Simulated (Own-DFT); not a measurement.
# Computed records: GaP (zincblende, strained, atoms displaced)

Computed with Own-DFT development build. A calculation, not a measurement: plane-wave PBE density functional theory by an unreviewed code, no spin, of a simulated periodic cell, stress positive in tension, free energy of the whole cell less one offset for each atom, forces on such cells passed a denser k mesh, this cell's mesh not checked; offsets are fitted by least squares, one for each functional and potential file, so energies compare only between cells with the same atoms and settings and are not formation energies; the far tail of each file's local potential was reset to the Coulomb form; each entry is a single point on an unrelaxed cell, so the pressure reflects the starting lattice, mostly measured values (interpolated for alloys), from which strain is counted, and rises with the displacements; printed positions are rounded, which can move forces by about a meV/angstrom; the program, named Own-DFT, is a retired in-house code; no spin-orbit coupling.

Settings shared by all entries: functional PBE; potential files PseudoDojo norm-conserving, scalar-relativistic, standard set; wave cutoff 42 hartree; occupations Fermi-Dirac; smearing width 0.1 eV; hardware one NVIDIA H100; k mesh 3 x 3 x 3 centred on Gamma.

(1) GaP (zincblende, strained, atoms displaced)

```
GaP
1.0
     10.8620     0.0000     0.0000
      0.0000    10.8620     0.0000
      0.0000     0.0000    10.9361
Ga P Ga P Ga P Ga P Ga P Ga P Ga P Ga P
4 4 4 4 4 4 4 4 4 4 4 4 4 4 4 4
Direct
  0.99962 0.99900 0.00145
  0.99847 0.24977 0.24544
  0.24835 0.00055 0.24935
  0.25176 0.25188 0.00171
  0.12494 0.12812 0.12901
  0.12516 0.37020 0.37595
  0.37738 0.12514 0.37694
  0.37477 0.37413 0.12672
  0.00140 0.00075 0.50397
  0.00296 0.25166 0.75066
  0.25215 0.00141 0.74667
  0.25086 0.24948 0.50182
  0.12617 0.12387 0.62595
  0.12205 0.37396 0.87425
  0.37537 0.12506 0.87250
  0.38198 0.37425 0.62472
  0.00363 0.49781 0.00101
  0.99728 0.74892 0.24676
  0.25042 0.49542 0.25035
  0.24674 0.74539 0.00008
  0.12854 0.62592 0.12770
  0.12663 0.87735 0.37544
  0.37603 0.62310 0.37324
  0.37662 0.87616 0.12037
  0.00292 0.49755 0.50547
  0.99875 0.75010 0.74461
  0.25323 0.49850 0.74778
  0.24784 0.75092 0.50021
  0.12331 0.62241 0.62819
  0.12638 0.87043 0.87922
  0.36849 0.62363 0.87737
  0.37350 0.87558 0.62677
  0.50343 0.99773 0.99693
  0.49583 0.24970 0.25238
  0.75057 0.00011 0.24861
  0.74960 0.24914 0.00187
  0.62642 0.12813 0.12592
  0.62581 0.37186 0.37697
  0.87586 0.12531 0.37373
  0.87475 0.37396 0.12396
  0.50537 0.99796 0.49626
  0.49594 0.25205 0.75406
  0.75243 0.00300 0.75107
  0.75276 0.24652 0.50005
  0.62409 0.12658 0.62527
  0.62802 0.37607 0.87610
  0.87656 0.12365 0.87169
  0.87714 0.37180 0.62337
  0.49744 0.50235 0.99825
  0.50351 0.74732 0.25364
  0.75300 0.49684 0.25151
  0.75003 0.74595 0.00470
  0.63014 0.63011 0.11949
  0.62515 0.87498 0.37233
  0.87530 0.62658 0.37515
  0.87380 0.87592 0.12208
  0.50049 0.50079 0.49959
  0.49685 0.75153 0.75210
  0.75306 0.49965 0.74541
  0.75139 0.74764 0.49816
  0.62708 0.62438 0.62540
  0.62036 0.87253 0.87272
  0.87704 0.62727 0.87546
  0.87644 0.87420 0.62370
```

- free energy of cell above offsets: -35.246 eV
- pressure: 3.16 GPa
- stress xx: -3.32 GPa
- stress yy: -3.34 GPa
- stress zz: -2.81 GPa
- stress yz: 0.07 GPa
- stress xz: 0.19 GPa
- stress xy: -0.07 GPa
- wall time: 504.3 s

Force:
```
element  x (eV/Å)  y (eV/Å)  z (eV/Å)
     Ga      0.35     0.218    -0.226
     Ga    -0.063     0.129     0.582
     Ga     0.552    -0.043    -0.012
     Ga    -0.238    -0.297    -0.317
      P     0.084    -0.391    -0.716
      P    -0.144     0.364    -0.035
      P    -0.391    -0.333     -0.04
      P     0.293     0.232    -0.271
     Ga    -0.097    -0.014    -0.532
     Ga    -0.273    -0.393    -0.189
     Ga     -0.37     -0.32     0.701
     Ga     0.227    -0.053     0.019
      P    -0.035     0.333     0.057
      P     0.829     0.149     0.118
      P    -0.181    -0.066     0.567
      P    -0.794     0.167    -0.108
     Ga    -0.284     0.479     0.014
     Ga     0.295     0.353      0.32
     Ga    -0.151     0.212     0.252
     Ga     0.407     0.542     0.313
      P    -0.455    -0.537     0.089
      P    -0.477    -0.304    -0.154
      P    -0.258     0.075     0.294
      P    -0.177    -0.355     0.569
     Ga    -0.166     0.095    -0.738
     Ga     0.185     0.109     0.809
     Ga    -0.245    -0.272     0.115
     Ga     0.161    -0.257      0.02
      P     0.517     0.212     -0.35
      P    -0.238     0.595    -0.808
      P     0.591     0.021    -0.436
      P     0.372    -0.127    -0.625
     Ga     -0.16     0.493     0.225
     Ga     0.513     0.021    -0.094
     Ga     0.008     0.102     0.034
     Ga     0.197     -0.04    -0.426
      P    -0.435    -0.405    -0.021
      P    -0.015      0.26    -0.193
      P     0.177    -0.295      0.07
      P     0.156     0.198    -0.074
     Ga    -0.405     0.151     0.547
     Ga     0.818    -0.111     -0.08
     Ga    -0.529    -0.537      -0.3
     Ga    -0.242     0.071    -0.007
      P     0.039    -0.118     0.164
      P    -0.257     0.076    -0.162
      P     0.121     0.351     0.632
      P    -0.117      0.04     0.159
     Ga     0.394    -0.123     0.198
     Ga    -0.327     0.234    -0.801
     Ga    -0.413     0.299     -0.12
     Ga     0.452     0.965    -1.325
      P    -1.001    -1.371     1.299
      P      0.47    -0.187      0.21
      P     0.371    -0.593     0.052
      P     0.001    -0.076      0.31
     Ga     0.344     0.038    -0.106
     Ga    -0.115    -0.548    -0.243
     Ga     0.079    -0.005     0.546
     Ga    -0.226     0.361     0.138
      P    -0.399     0.276    -0.002
      P     1.139     0.113     0.215
      P     -0.05    -0.376    -0.089
      P    -0.415     0.214    -0.036
```

(2) GaP (zincblende, strained, atoms displaced)

```
GaP
1.0
     10.8620     0.0000     0.0000
      0.0000    10.8620     0.0000
      0.0000     0.0000    10.9361
Ga P Ga P Ga P Ga P Ga P Ga P Ga P Ga P
4 4 4 4 4 4 4 4 4 4 4 4 4 4 4 4
Direct
  0.99972 0.99682 0.99802
  0.99717 0.25546 0.24911
  0.25354 0.00049 0.25290
  0.25195 0.25199 0.00134
  0.13069 0.12326 0.12109
  0.12314 0.37966 0.37643
  0.37194 0.12264 0.37569
  0.37821 0.37190 0.12589
  0.00095 0.99662 0.50181
  0.99556 0.24638 0.75316
  0.25358 0.99640 0.75421
  0.25124 0.24881 0.50165
  0.12385 0.12683 0.62606
  0.12407 0.37543 0.87699
  0.37409 0.12528 0.87462
  0.37547 0.37335 0.62708
  0.99904 0.49689 0.00228
  0.99893 0.75070 0.24797
  0.24913 0.49750 0.25013
  0.25161 0.74597 0.00346
  0.12614 0.62971 0.12778
  0.12546 0.87552 0.37384
  0.37279 0.62606 0.37689
  0.37596 0.87743 0.12485
  0.99698 0.50550 0.50151
  0.00389 0.74880 0.75157
  0.24716 0.50498 0.75005
  0.24952 0.75043 0.49824
  0.12579 0.62420 0.62469
  0.12394 0.86620 0.87710
  0.37751 0.63187 0.87415
  0.37645 0.87036 0.62467
  0.49697 0.00251 0.00292
  0.49783 0.25401 0.24521
  0.75319 0.99817 0.25320
  0.74552 0.24958 0.00038
  0.62532 0.12654 0.12787
  0.62669 0.37710 0.37758
  0.87943 0.12922 0.37726
  0.87908 0.37048 0.12859
  0.50015 0.99869 0.49459
  0.50191 0.24845 0.74898
  0.75086 0.00016 0.75061
  0.74936 0.24869 0.49761
  0.62260 0.12373 0.62562
  0.62615 0.37619 0.87293
  0.87542 0.12537 0.87423
  0.86935 0.37362 0.62390
  0.49720 0.49681 0.99468
  0.50465 0.74685 0.25218
  0.75038 0.49874 0.25240
  0.75299 0.74820 0.00206
  0.62778 0.62175 0.12290
  0.62520 0.87433 0.37808
  0.87526 0.62599 0.37539
  0.87504 0.87178 0.12272
  0.50139 0.50180 0.49748
  0.50021 0.74993 0.75413
  0.74461 0.50121 0.74925
  0.74852 0.75118 0.50644
  0.62564 0.62124 0.62248
  0.62598 0.87197 0.87272
  0.87089 0.62472 0.87376
  0.87821 0.87413 0.62647
```

- free energy of cell above offsets: -35.162 eV
- pressure: 3.17 GPa
- stress xx: -3.35 GPa
- stress yy: -3.32 GPa
- stress zz: -2.86 GPa
- stress yz: 0.23 GPa
- stress xz: -0.04 GPa
- stress xy: -0.07 GPa
- wall time: 506.1 s

Force:
```
element  x (eV/Å)  y (eV/Å)  z (eV/Å)
     Ga     0.249     0.191     0.082
     Ga     1.244    -0.956      0.37
     Ga    -0.458    -0.182     -0.49
     Ga    -0.121    -0.151     -0.32
      P    -0.735     0.076     0.582
      P     0.106    -0.478     0.172
      P     0.608     0.711    -0.105
      P    -0.685     0.906     -0.48
     Ga     0.153     0.441    -0.102
     Ga     0.405     0.703    -0.551
     Ga    -0.537    -0.059    -0.433
     Ga    -0.332     0.283    -0.085
      P     0.205    -0.511     0.293
      P     0.111     0.003    -0.245
      P     0.262     0.176     0.138
      P      0.03     0.489    -0.128
     Ga     0.018     0.537    -0.061
     Ga     0.057     0.063     0.433
     Ga     0.125      0.29    -0.008
     Ga     0.111     0.526     0.001
      P    -0.137     -0.95    -0.213
      P    -0.129    -0.056    -0.033
      P     0.288    -0.254    -0.449
      P     0.108      -0.6     0.404
     Ga    -0.019    -0.581      0.14
     Ga    -0.511    -0.365    -0.201
     Ga      0.44    -0.525     0.237
     Ga    -0.141     0.054     0.243
      P    -0.178     0.345    -0.169
      P      0.49     0.785     0.094
      P    -0.528    -1.043     0.289
      P     0.004     0.447    -0.043
     Ga     0.516    -0.129    -0.435
     Ga     0.576    -0.614     1.165
     Ga     0.051     0.251    -0.039
     Ga     0.529     0.077      0.04
      P      0.01    -0.393    -0.023
      P    -0.423    -0.409    -0.499
      P    -0.186    -0.665    -0.225
      P    -1.173     0.753    -0.766
     Ga    -0.242     0.085     0.725
     Ga    -0.225      0.07     0.165
     Ga    -0.078     -0.11    -0.156
     Ga    -0.195    -0.113     0.345
      P     0.331    -0.184    -0.422
      P    -0.292     -0.36     0.167
      P    -0.471    -0.332     0.589
      P     0.517     0.225     0.302
     Ga     0.208     0.352      0.32
     Ga    -0.332     0.121    -0.347
     Ga     0.245     0.004    -0.232
     Ga    -0.484     0.014    -0.388
      P    -0.336    -0.121     0.111
      P     0.368    -0.136    -0.315
      P     -0.31     0.395    -0.028
      P    -0.007     0.569     0.333
     Ga    -0.474    -0.294     0.267
     Ga     0.476     0.023    -0.933
     Ga     0.611    -0.154    -0.126
     Ga     0.339    -0.096    -0.406
      P    -0.501     0.597      0.46
      P      0.08     0.552     0.734
      P      0.57    -0.291     0.058
      P    -0.202    -0.005     0.197
```

(3) GaP (zincblende, strained, atoms displaced)

```
GaP
1.0
     10.8620     0.0000     0.0000
      0.0000    10.8620     0.0000
      0.0000     0.0000    10.9361
Ga P Ga P Ga P Ga P Ga P Ga P Ga P Ga P
4 4 4 4 4 4 4 4 4 4 4 4 4 4 4 4
Direct
  0.00090 0.00157 0.99902
  0.99938 0.24734 0.24966
  0.25553 0.00073 0.25171
  0.24570 0.24905 0.00282
  0.12408 0.12422 0.12863
  0.12109 0.37387 0.37885
  0.37621 0.12774 0.37415
  0.37500 0.37927 0.12675
  0.00442 0.99607 0.50229
  0.00214 0.24965 0.74961
  0.24499 0.00160 0.74647
  0.25064 0.25222 0.49771
  0.12700 0.12238 0.62394
  0.11999 0.37513 0.88116
  0.37442 0.12665 0.86940
  0.37119 0.37521 0.62107
  0.00130 0.49875 0.99361
  0.99914 0.74905 0.24714
  0.24872 0.49816 0.25642
  0.25349 0.75183 0.99991
  0.12314 0.62621 0.12445
  0.12252 0.87227 0.37639
  0.37547 0.62114 0.37279
  0.37163 0.87328 0.12524
  0.99591 0.50380 0.50224
  0.99907 0.75104 0.75015
  0.25478 0.50213 0.74967
  0.24281 0.75197 0.50234
  0.12619 0.62558 0.62928
  0.12247 0.87745 0.87572
  0.36678 0.62373 0.87556
  0.37701 0.87415 0.62656
  0.50370 0.00480 0.99927
  0.49669 0.25236 0.25288
  0.75289 0.00149 0.25182
  0.75294 0.25142 0.00087
  0.62703 0.12343 0.12584
  0.62006 0.37032 0.37266
  0.87263 0.12203 0.37420
  0.87311 0.37819 0.12440
  0.49998 0.00428 0.50239
  0.50184 0.25272 0.74807
  0.74538 0.99903 0.75386
  0.75227 0.25408 0.50381
  0.62557 0.12338 0.61994
  0.62184 0.37578 0.87303
  0.87630 0.12693 0.87621
  0.87915 0.37123 0.62769
  0.49725 0.49172 0.00339
  0.49508 0.74571 0.25194
  0.74994 0.50701 0.25193
  0.75270 0.75171 0.00022
  0.62725 0.62004 0.12134
  0.62517 0.87125 0.37731
  0.87743 0.62531 0.37679
  0.87430 0.87826 0.12758
  0.49677 0.49630 0.49974
  0.49846 0.74819 0.74796
  0.75173 0.50264 0.74583
  0.75223 0.74818 0.50410
  0.62644 0.62302 0.62309
  0.61917 0.87602 0.87644
  0.87324 0.62768 0.87346
  0.87053 0.87414 0.61996
```

- free energy of cell above offsets: -34.920 eV
- pressure: 3.23 GPa
- stress xx: -3.35 GPa
- stress yy: -3.41 GPa
- stress zz: -2.92 GPa
- stress yz: -0.4 GPa
- stress xz: -0.33 GPa
- stress xy: -0.21 GPa
- wall time: 499 s

Force:
```
element  x (eV/Å)  y (eV/Å)  z (eV/Å)
     Ga    -0.148    -0.014     0.309
     Ga    -0.396      0.35      0.09
     Ga    -0.657    -0.235     0.081
     Ga     0.541     0.017    -0.096
      P     0.262    -0.246     -0.12
      P    -0.115     0.122    -0.224
      P    -0.149    -0.275      0.33
      P    -0.759     -0.92     0.307
     Ga    -0.681     0.314     -0.32
     Ga     0.237    -0.319     0.304
     Ga     0.678    -0.499     0.521
     Ga    -0.335    -0.377      0.02
      P    -0.286     0.688    -0.289
      P     1.081    -0.333    -1.264
      P    -0.195     0.057     0.531
      P     0.333    -0.075     0.633
     Ga    -0.743     0.728     0.958
     Ga    -0.003     0.123     0.123
     Ga    -0.425     0.119     -0.54
     Ga    -0.919    -0.024     0.023
      P     0.348    -0.371    -0.121
      P     0.327     0.324    -0.553
      P    -0.526     0.424     0.898
      P     0.858     0.437    -0.046
     Ga     0.567    -0.337     0.226
     Ga    -0.166     0.255    -0.121
     Ga      -0.9    -0.703     0.059
     Ga     0.921    -0.324    -0.147
      P    -0.353    -0.178    -0.208
      P     0.311    -0.231    -0.117
      P      1.45     0.092      0.27
      P    -0.532     0.249    -0.364
     Ga    -0.795    -0.136     0.167
     Ga     0.211    -0.412    -0.915
     Ga    -0.747    -0.468     0.066
     Ga    -0.468     0.062    -0.065
      P     -0.15     0.547      0.19
      P     0.975     0.828     0.553
      P     0.625     0.494     0.702
      P      0.35     0.041     0.275
     Ga    -0.106     -0.74     -0.52
     Ga    -0.186    -0.296    -0.361
     Ga     0.316     0.094    -0.321
     Ga    -0.224    -0.436    -0.668
      P     0.243     0.561     0.868
      P     0.632     0.017     0.048
      P    -0.216    -0.232    -0.321
      P    -0.309     0.653    -0.137
     Ga     0.272     0.945     -0.69
     Ga     0.732     0.241    -0.473
     Ga    -0.119    -0.833     0.081
     Ga    -0.414     0.109      0.07
      P     -0.52     0.727      0.11
      P    -0.182     0.255    -0.222
      P    -0.338     0.279    -0.122
      P     0.196    -0.219    -0.372
     Ga     0.376     0.225    -0.226
     Ga     0.042    -0.274     0.383
     Ga    -0.126    -0.387      0.47
     Ga     -0.44    -0.112    -0.724
      P    -0.475    -0.058    -0.015
      P     0.452    -0.527    -0.071
      P     0.201     -0.21    -0.016
      P     0.563     0.423     1.103
```
